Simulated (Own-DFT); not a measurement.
Simulation results for GaN (wurtzite, strained, atoms displaced)

Computed with Own-DFT development build. A calculation, not a measurement: plane-wave PBE density functional theory by an unreviewed code, no spin, of a simulated periodic cell, stress positive in tension, free energy of the whole cell less one offset for each atom, forces on such cells passed a denser k mesh, this cell's mesh not checked; offsets are fitted by least squares, one for each functional and potential file, so energies compare only between cells with the same atoms and settings and are not formation energies; the far tail of each file's local potential was reset to the Coulomb form; each entry is a single point on an unrelaxed cell, so the pressure reflects the starting lattice, mostly measured values (interpolated for alloys), from which strain is counted, and rises with the displacements; printed positions are rounded, which can move forces by about a meV/angstrom; the program, named Own-DFT, is a retired in-house code; no spin-orbit coupling.

Common to all runs: functional PBE; potential files PseudoDojo norm-conserving, scalar-relativistic, standard set with the stringent files for Ga; wave cutoff 96 hartree; occupations Gaussian; smearing width 0.01 eV; k mesh 3 x 4 x 3 centred on Gamma.

(1) 
```cif
# cell vector a (Å): 12.7560 0.0000 0.0000
# cell vector b (Å): -4.7835 8.2853 0.0000
# cell vector c (Å): 0.0000 0.0000 10.3441
data_GaN
_symmetry_space_group_name_H-M 'P 1'
_symmetry_Int_Tables_number 1
_cell_length_a 12.7560
_cell_length_b 9.5670
_cell_length_c 10.3441
_cell_angle_alpha 90.000
_cell_angle_beta 90.000
_cell_angle_gamma 120.000
_cell_volume 1093.24
loop_
_atom_site_label
_atom_site_type_symbol
_atom_site_fract_x
_atom_site_fract_y
_atom_site_fract_z
_atom_site_occupancy
Ga1 Ga 0.08506 0.22559 0.99500 1
Ga2 Ga 0.16380 0.10521 0.25141 1
N1 N 0.08251 0.22658 0.18829 1
N2 N 0.16176 0.10647 0.44084 1
Ga3 Ga 0.08439 0.22562 0.50043 1
Ga4 Ga 0.16388 0.10654 0.75254 1
N3 N 0.08068 0.21894 0.68202 1
N4 N 0.16452 0.11135 0.94090 1
Ga5 Ga 0.09006 0.55624 0.00594 1
Ga6 Ga 0.16946 0.44260 0.25234 1
N5 N 0.08893 0.55825 0.18365 1
N6 N 0.17004 0.44517 0.44293 1
Ga7 Ga 0.08769 0.56350 0.49830 1
Ga8 Ga 0.16820 0.44726 0.75183 1
N7 N 0.08382 0.55559 0.67709 1
N8 N 0.17121 0.44293 0.93785 1
Ga9 Ga 0.07492 0.87746 0.99747 1
Ga10 Ga 0.17234 0.78750 0.25043 1
N9 N 0.08458 0.88681 0.19235 1
N10 N 0.17329 0.77411 0.43981 1
Ga11 Ga 0.08872 0.89485 0.50558 1
Ga12 Ga 0.16241 0.78068 0.75256 1
N11 N 0.08902 0.89874 0.69399 1
N12 N 0.16851 0.78939 0.93553 1
Ga13 Ga 0.32778 0.22628 0.99929 1
Ga14 Ga 0.41092 0.10962 0.24650 1
N13 N 0.32879 0.21726 0.19056 1
N14 N 0.41020 0.10785 0.43233 1
Ga15 Ga 0.33025 0.22140 0.49818 1
Ga16 Ga 0.41779 0.11669 0.75692 1
N15 N 0.33404 0.22115 0.68094 1
N16 N 0.40715 0.11216 0.93863 1
Ga17 Ga 0.32222 0.54822 0.00258 1
Ga18 Ga 0.41542 0.44619 0.25068 1
N17 N 0.33510 0.56109 0.19270 1
N18 N 0.41870 0.44888 0.43372 1
Ga19 Ga 0.33300 0.54971 0.49914 1
Ga20 Ga 0.41104 0.44771 0.74425 1
N19 N 0.32938 0.55023 0.69512 1
N20 N 0.41060 0.44047 0.94471 1
Ga21 Ga 0.32603 0.88247 0.00069 1
Ga22 Ga 0.41853 0.78574 0.25273 1
N21 N 0.33886 0.89162 0.19424 1
N22 N 0.41983 0.78478 0.43730 1
Ga23 Ga 0.32656 0.89413 0.49273 1
Ga24 Ga 0.41257 0.77706 0.75080 1
N23 N 0.32872 0.87915 0.69521 1
N24 N 0.41682 0.76667 0.93260 1
Ga25 Ga 0.57888 0.22579 0.99409 1
Ga26 Ga 0.66864 0.10730 0.24611 1
N25 N 0.58174 0.22673 0.18033 1
N26 N 0.66358 0.10873 0.43306 1
Ga27 Ga 0.58689 0.23335 0.49582 1
Ga28 Ga 0.66372 0.09697 0.74729 1
N27 N 0.57847 0.21089 0.68256 1
N28 N 0.66437 0.10993 0.93433 1
Ga29 Ga 0.58481 0.55926 0.99992 1
Ga30 Ga 0.66451 0.43405 0.23965 1
N29 N 0.58343 0.55868 0.17751 1
N30 N 0.66666 0.46223 0.43553 1
Ga31 Ga 0.58540 0.55239 0.50447 1
Ga32 Ga 0.66213 0.44432 0.74495 1
N31 N 0.57894 0.55411 0.68570 1
N32 N 0.67455 0.45348 0.93296 1
Ga33 Ga 0.57473 0.88420 0.00225 1
Ga34 Ga 0.67383 0.77741 0.24936 1
N33 N 0.59722 0.89146 0.18911 1
N34 N 0.67045 0.78564 0.44669 1
Ga35 Ga 0.57481 0.87634 0.49900 1
Ga36 Ga 0.66684 0.77593 0.75086 1
N35 N 0.58199 0.88610 0.69409 1
N36 N 0.67493 0.77938 0.94013 1
Ga37 Ga 0.82730 0.21853 0.00374 1
Ga38 Ga 0.91371 0.10644 0.25204 1
N37 N 0.83689 0.22923 0.18626 1
N38 N 0.92267 0.11514 0.44971 1
Ga39 Ga 0.84478 0.22706 0.49677 1
Ga40 Ga 0.92327 0.10572 0.75537 1
N39 N 0.83696 0.22236 0.69038 1
N40 N 0.91413 0.10497 0.93663 1
Ga41 Ga 0.83536 0.55714 0.99984 1
Ga42 Ga 0.91037 0.44227 0.25276 1
N41 N 0.83131 0.55123 0.18503 1
N42 N 0.91751 0.44171 0.43331 1
Ga43 Ga 0.83064 0.54617 0.49728 1
Ga44 Ga 0.91765 0.45167 0.74135 1
N43 N 0.83191 0.56037 0.69216 1
N44 N 0.91845 0.45175 0.92989 1
Ga45 Ga 0.82455 0.87613 0.00087 1
Ga46 Ga 0.90958 0.76930 0.25192 1
N45 N 0.83364 0.88939 0.18628 1
N46 N 0.90845 0.77551 0.43897 1
Ga47 Ga 0.83415 0.88920 0.50116 1
Ga48 Ga 0.92545 0.78819 0.74969 1
N47 N 0.82721 0.89049 0.68322 1
N48 N 0.92292 0.78245 0.94023 1
_calc_free_energy_of_cell_above_offsets '-4.672'  # eV
_calc_pressure 7.51  # GPa
_calc_stress_xx -7.57  # GPa
_calc_stress_yy -6.38  # GPa
_calc_stress_zz -8.58  # GPa
_calc_stress_yz -0.73  # GPa
_calc_stress_xz -0.68  # GPa
_calc_stress_xy -0.61  # GPa
```

Force:
| element | x (eV/Å) | y (eV/Å) | z (eV/Å) |
| --- | --- | --- | --- |
| Ga | -0.914 | -1.264 | 1.016 |
| Ga | -0.709 | 0.652 | -0.205 |
| N | 0.401 | -0.891 | -0.019 |
| N | 0.37 | 0.643 | -0.434 |
| Ga | 0.61 | 0.02 | -0.137 |
| Ga | 0.363 | 2.606 | 0.133 |
| N | 1.038 | 0.622 | 1.741 |
| N | -0.181 | -0.706 | -0.4 |
| Ga | -1.608 | -0.155 | -1.887 |
| Ga | -0.608 | 0.417 | 0.22 |
| N | -0.591 | 0.218 | 2.07 |
| N | -0.641 | 0.058 | -0.741 |
| Ga | 0.297 | -1.526 | -0.689 |
| Ga | -1.026 | -0.849 | -0.866 |
| N | -0.18 | 0.512 | 2.16 |
| N | -2.333 | -0.21 | -0.683 |
| Ga | 1.503 | 2.398 | 1.722 |
| Ga | -0.075 | -1.531 | -0.093 |
| N | -0.881 | -0.461 | -0.582 |
| N | -2.999 | 0.439 | -1.064 |
| Ga | -0.817 | -1.313 | -0.824 |
| Ga | 1.53 | -0.862 | -0.676 |
| N | -0.294 | -1.554 | -1.252 |
| N | 0.237 | -1.882 | 0.673 |
| Ga | 0.41 | -0.622 | 0.691 |
| Ga | 0.963 | 0.968 | 0.046 |
| N | -0.386 | 0.836 | -0.332 |
| N | 0.5 | 1.244 | 0.361 |
| Ga | 0.311 | 0.267 | -0.584 |
| Ga | -0.118 | -1.062 | -1.589 |
| N | -0.563 | 0.144 | 1.291 |
| N | 1.179 | -0.284 | 0.773 |
| Ga | 2.908 | 1.305 | 0.761 |
| Ga | 0.621 | -0.012 | -1.013 |
| N | -0.088 | 0.006 | -0.458 |
| N | 0.364 | -0.557 | 0.969 |
| Ga | -0.208 | 1.35 | 0.406 |
| Ga | 1.549 | -1.285 | 1.489 |
| N | -0.407 | 1.178 | -1.705 |
| N | 0.527 | 1.199 | -1.238 |
| Ga | 1.401 | 1 | -0.137 |
| Ga | 1.759 | -0.745 | -0.079 |
| N | -0.855 | -0.099 | -1.598 |
| N | -1.506 | -1.381 | 0.38 |
| Ga | 3.237 | 0.334 | 2.315 |
| Ga | 0.75 | -0.189 | -0.642 |
| N | -0.884 | 1.534 | -1.201 |
| N | -1.515 | 0.514 | 1.683 |
| Ga | 0.475 | -0.028 | -0.46 |
| Ga | -0.683 | 0.806 | 0.42 |
| N | 0.296 | -2.011 | 0.394 |
| N | 0.447 | 0.693 | 0.586 |
| Ga | -0.021 | -1.408 | -0.314 |
| Ga | 0.349 | 2.409 | -0.16 |
| N | 0.119 | 1.177 | 0.588 |
| N | -0.655 | -0.347 | 0.8 |
| Ga | -0.37 | -0.726 | -1.519 |
| Ga | -1.18 | 1.97 | 0.913 |
| N | 0.38 | -0.514 | 2.46 |
| N | 2.268 | -2.504 | -1.229 |
| Ga | -2.093 | 1.815 | -0.651 |
| Ga | 0.755 | -0.58 | 0.406 |
| N | -0.104 | -0.024 | 0.967 |
| N | -1.262 | -0.858 | 0.231 |
| Ga | 1.541 | 0.494 | -0.299 |
| Ga | -0.879 | -0.858 | 1.123 |
| N | -2.107 | -0.547 | -0.505 |
| N | -0.151 | -1.267 | -1.415 |
| Ga | 1.047 | 2.104 | 0.791 |
| Ga | -0.229 | 0.054 | 0.066 |
| N | -0.299 | -1.641 | -1.076 |
| N | -3.188 | -1.097 | -1.174 |
| Ga | 0.81 | 0.713 | -1.881 |
| Ga | 0.474 | 0.968 | 0.142 |
| N | 0.037 | -0.942 | 0.634 |
| N | -0.255 | -1.011 | -2.404 |
| Ga | -2.138 | -1.106 | 1.421 |
| Ga | -1.962 | 0.513 | -1.05 |
| N | -0.278 | -0.039 | -0.482 |
| N | 0.007 | 0.335 | 1.307 |
| Ga | 0.539 | -0.133 | -0.984 |
| Ga | 1.536 | 0.67 | -1.325 |
| N | -0.137 | 0.377 | 0.416 |
| N | 0.034 | 1.011 | 0.78 |
| Ga | -0.339 | 1.303 | 0.723 |
| Ga | 0.259 | -1.281 | 0.76 |
| N | 0.117 | 0.279 | -1.287 |
| N | 1.022 | -0.509 | 1.197 |
| Ga | 2.456 | 2.37 | 0.169 |
| Ga | 0.771 | 0.807 | -0.003 |
| N | 0.874 | -0.065 | 0.427 |
| N | 2.2 | -0.326 | 0.136 |
| Ga | -0.489 | 0.443 | 0.13 |
| Ga | -1.962 | -1.053 | -0.09 |
| N | 1.78 | -0.291 | 1.389 |
| N | -2.257 | -1.169 | -0.835 |

(2) 
```cif
# cell vector a (Å): 12.7560 0.0000 0.0000
# cell vector b (Å): -4.7835 8.2853 0.0000
# cell vector c (Å): 0.0000 0.0000 10.3441
data_GaN
_symmetry_space_group_name_H-M 'P 1'
_symmetry_Int_Tables_number 1
_cell_length_a 12.7560
_cell_length_b 9.5670
_cell_length_c 10.3441
_cell_angle_alpha 90.000
_cell_angle_beta 90.000
_cell_angle_gamma 120.000
_cell_volume 1093.24
loop_
_atom_site_label
_atom_site_type_symbol
_atom_site_fract_x
_atom_site_fract_y
_atom_site_fract_z
_atom_site_occupancy
Ga1 Ga 0.08246 0.22286 0.99834 1
Ga2 Ga 0.16333 0.10596 0.25670 1
N1 N 0.08357 0.23089 0.19188 1
N2 N 0.16320 0.11274 0.43545 1
Ga3 Ga 0.08851 0.22183 0.49664 1
Ga4 Ga 0.17144 0.11773 0.75673 1
N3 N 0.08712 0.23134 0.69297 1
N4 N 0.16392 0.10256 0.93260 1
Ga5 Ga 0.08899 0.55944 0.00076 1
Ga6 Ga 0.17082 0.44323 0.24688 1
N5 N 0.08012 0.55341 0.18403 1
N6 N 0.16896 0.45026 0.44214 1
Ga7 Ga 0.08438 0.56122 0.49948 1
Ga8 Ga 0.16360 0.44335 0.75343 1
N7 N 0.08104 0.54742 0.68657 1
N8 N 0.15906 0.44794 0.94051 1
Ga9 Ga 0.08286 0.88775 0.99798 1
Ga10 Ga 0.16392 0.77744 0.24007 1
N9 N 0.08452 0.89835 0.19158 1
N10 N 0.16651 0.78280 0.45060 1
Ga11 Ga 0.07808 0.89022 0.50146 1
Ga12 Ga 0.16784 0.78140 0.74971 1
N11 N 0.08819 0.89071 0.68617 1
N12 N 0.16424 0.76806 0.94593 1
Ga13 Ga 0.33497 0.22594 0.99697 1
Ga14 Ga 0.42042 0.12039 0.24211 1
N13 N 0.34028 0.22575 0.18387 1
N14 N 0.41336 0.11441 0.43503 1
Ga15 Ga 0.33463 0.22487 0.49859 1
Ga16 Ga 0.41839 0.11453 0.74461 1
N15 N 0.32542 0.21024 0.68899 1
N16 N 0.41614 0.11924 0.92650 1
Ga17 Ga 0.34155 0.56575 0.00143 1
Ga18 Ga 0.42132 0.44735 0.24906 1
N17 N 0.33386 0.55244 0.18482 1
N18 N 0.41798 0.45251 0.44021 1
Ga19 Ga 0.32449 0.54136 0.49805 1
Ga20 Ga 0.42092 0.45459 0.74092 1
N19 N 0.33972 0.56495 0.69005 1
N20 N 0.41340 0.45128 0.92827 1
Ga21 Ga 0.32821 0.88787 0.99837 1
Ga22 Ga 0.41016 0.78125 0.25363 1
N21 N 0.33682 0.89030 0.18652 1
N22 N 0.42783 0.78544 0.43991 1
Ga23 Ga 0.33349 0.89116 0.49957 1
Ga24 Ga 0.42324 0.78106 0.75141 1
N23 N 0.32430 0.87930 0.69762 1
N24 N 0.41413 0.78526 0.93480 1
Ga25 Ga 0.59061 0.22755 0.99759 1
Ga26 Ga 0.66470 0.11210 0.24877 1
N25 N 0.58243 0.21617 0.18874 1
N26 N 0.67166 0.11355 0.43966 1
Ga27 Ga 0.58386 0.22686 0.49574 1
Ga28 Ga 0.66093 0.11337 0.74982 1
N27 N 0.57722 0.22165 0.69788 1
N28 N 0.66462 0.11076 0.93444 1
Ga29 Ga 0.58346 0.55433 0.99165 1
Ga30 Ga 0.66534 0.44344 0.25007 1
N29 N 0.58776 0.53860 0.18427 1
N30 N 0.66133 0.43745 0.43844 1
Ga31 Ga 0.58778 0.56242 0.50241 1
Ga32 Ga 0.66061 0.43838 0.75498 1
N31 N 0.59012 0.55666 0.67899 1
N32 N 0.67212 0.44712 0.93462 1
Ga33 Ga 0.57972 0.88061 0.00793 1
Ga34 Ga 0.66090 0.76247 0.24696 1
N33 N 0.58367 0.89736 0.18377 1
N34 N 0.66170 0.77138 0.43619 1
Ga35 Ga 0.57828 0.89761 0.49839 1
Ga36 Ga 0.65982 0.76520 0.74171 1
N35 N 0.58050 0.88649 0.68470 1
N36 N 0.67347 0.77377 0.93809 1
Ga37 Ga 0.83167 0.22547 0.99453 1
Ga38 Ga 0.91813 0.11522 0.24810 1
N37 N 0.83449 0.22300 0.18365 1
N38 N 0.91412 0.11104 0.43221 1
Ga39 Ga 0.82919 0.21828 0.50339 1
Ga40 Ga 0.91143 0.10009 0.74519 1
N39 N 0.83176 0.22249 0.69242 1
N40 N 0.90994 0.11087 0.94539 1
Ga41 Ga 0.82737 0.54143 0.99461 1
Ga42 Ga 0.91503 0.45038 0.24139 1
N41 N 0.83352 0.55598 0.19409 1
N42 N 0.90697 0.42944 0.43775 1
Ga43 Ga 0.83606 0.55617 0.49778 1
Ga44 Ga 0.91645 0.44756 0.75852 1
N43 N 0.82985 0.55462 0.69100 1
N44 N 0.91660 0.44624 0.92666 1
Ga45 Ga 0.83773 0.89107 0.01116 1
Ga46 Ga 0.91504 0.78566 0.24966 1
N45 N 0.83588 0.88878 0.18793 1
N46 N 0.91470 0.77908 0.43947 1
Ga47 Ga 0.83437 0.89915 0.49658 1
Ga48 Ga 0.91665 0.78402 0.74960 1
N47 N 0.83028 0.88241 0.67702 1
N48 N 0.91633 0.77860 0.93545 1
_calc_free_energy_of_cell_above_offsets '-4.162'  # eV
_calc_pressure 7.78  # GPa
_calc_stress_xx -7.56  # GPa
_calc_stress_yy -6.75  # GPa
_calc_stress_zz -9.04  # GPa
_calc_stress_yz 0.32  # GPa
_calc_stress_xz -0.33  # GPa
_calc_stress_xy 0.75  # GPa
```

Force:
| element | x (eV/Å) | y (eV/Å) | z (eV/Å) |
| --- | --- | --- | --- |
| Ga | -0.298 | -0.068 | 0.099 |
| Ga | 0.257 | 1.9 | -1.625 |
| N | 1.089 | -1.566 | -0.777 |
| N | 1.362 | -0.297 | 0.889 |
| Ga | -2.161 | 0.744 | 1.074 |
| Ga | -1.25 | -0.98 | -1.904 |
| N | 0.039 | -1.984 | -0.914 |
| N | -0.229 | 1.29 | 2.338 |
| Ga | -1.888 | -1.188 | 0.103 |
| Ga | -1.122 | 0.871 | 0.707 |
| N | 0.685 | 0.431 | 1.021 |
| N | -1.004 | -0.971 | -1.433 |
| Ga | -0.763 | -1.078 | 0.26 |
| Ga | 0.464 | 1.164 | -0.094 |
| N | -0.593 | 1.147 | 0.433 |
| N | 2.877 | -0.985 | -0.233 |
| Ga | -0.235 | -0.572 | 0.214 |
| Ga | 0.241 | 0.218 | 1.462 |
| N | 0.124 | -1.437 | -0.925 |
| N | -0.06 | -0.143 | -2.242 |
| Ga | 0.704 | -0.045 | 0.093 |
| Ga | -0.949 | -1.809 | 0.416 |
| N | -1.448 | 0.368 | 0.785 |
| N | -0.894 | 2.084 | -1.178 |
| Ga | -0.245 | -0.035 | -0.499 |
| Ga | 0.126 | -1.347 | 0.921 |
| N | -1.807 | 0.137 | 0.236 |
| N | 0.89 | -0.261 | -0.04 |
| Ga | -0.515 | -0.026 | 0.337 |
| Ga | -1.471 | -1.754 | 0.222 |
| N | 1.047 | 2.423 | -1.11 |
| N | 0.647 | -0.464 | 2.263 |
| Ga | -1.522 | -0.415 | -1.014 |
| Ga | -0.121 | -0.36 | 0.21 |
| N | 0.433 | 0.937 | 0.746 |
| N | 0.742 | -1.062 | -0.538 |
| Ga | 1.067 | 2.689 | 1.235 |
| Ga | -0.051 | -1.397 | 0.011 |
| N | -0.872 | -1.167 | -0.685 |
| N | 1.199 | -0.414 | 0.736 |
| Ga | 0.681 | 1.305 | -0.432 |
| Ga | 1.922 | -0.472 | -0.006 |
| N | -1.625 | 0.472 | -0.087 |
| N | -3.639 | -1.916 | -0.935 |
| Ga | 0.211 | -0.207 | 0.754 |
| Ga | -1.704 | 0.016 | -0.36 |
| N | 2.479 | 1.739 | -1.56 |
| N | 1.121 | -0.484 | 0.993 |
| Ga | -1.298 | -1.153 | 0.047 |
| Ga | 1.437 | 0.254 | 0.298 |
| N | 0.05 | 1.25 | -0.723 |
| N | -1.742 | -0.175 | -0.547 |
| Ga | 0.04 | -1.162 | 0.882 |
| Ga | 1.372 | -0.573 | -0.167 |
| N | 1.159 | 0.389 | -2.347 |
| N | 0.231 | -0.567 | 0.693 |
| Ga | 0.052 | -0.322 | 0.537 |
| Ga | 2.274 | -1.387 | 1 |
| N | -3.111 | 2.1 | -1.096 |
| N | 0.262 | 1.611 | -0.269 |
| Ga | -0.023 | -0.99 | -1.768 |
| Ga | 1.187 | 0.934 | -1.575 |
| N | -0.94 | -1.292 | 1.926 |
| N | -1.756 | -0.796 | 0.74 |
| Ga | 0.306 | 0.902 | -2.5 |
| Ga | -0.207 | 1.336 | 0.263 |
| N | 0.457 | -1.929 | 1.885 |
| N | 0.12 | 1.554 | -0.429 |
| Ga | 2.893 | -0.057 | 0.493 |
| Ga | 0.463 | 2.365 | 1.054 |
| N | 0.874 | 0.752 | 0.335 |
| N | -1.377 | 0.38 | -0.346 |
| Ga | -0.048 | -0.233 | 0.294 |
| Ga | -0.642 | 0.05 | -0.298 |
| N | -0.728 | 0.241 | 0.098 |
| N | 0.659 | 0.808 | 0.869 |
| Ga | 1.069 | 0.422 | 0.482 |
| Ga | -0.212 | 1.135 | 0.916 |
| N | -0.135 | -0.485 | -0.207 |
| N | 1.51 | -0.438 | -1.211 |
| Ga | 1.175 | 2.556 | 0.985 |
| Ga | 1.015 | -1.554 | 1.574 |
| N | -0.968 | 0.739 | -1.517 |
| N | 0.821 | 2.203 | -0.684 |
| Ga | -0.459 | -0.542 | 0.648 |
| Ga | 0.132 | -0.124 | -4.568 |
| N | 0.097 | 0.107 | -0.35 |
| N | 0.354 | -0.041 | 4.676 |
| Ga | -0.227 | -0.135 | -2.472 |
| Ga | 1.319 | -1.226 | 0.616 |
| N | -1.467 | 0.293 | 1.32 |
| N | -0.111 | -0.009 | -0.466 |
| Ga | -0.222 | -1.487 | -0.926 |
| Ga | 0.715 | -0.844 | -0.44 |
| N | -0.465 | 0.455 | 1.45 |
| N | 0.151 | -0.345 | 0.861 |
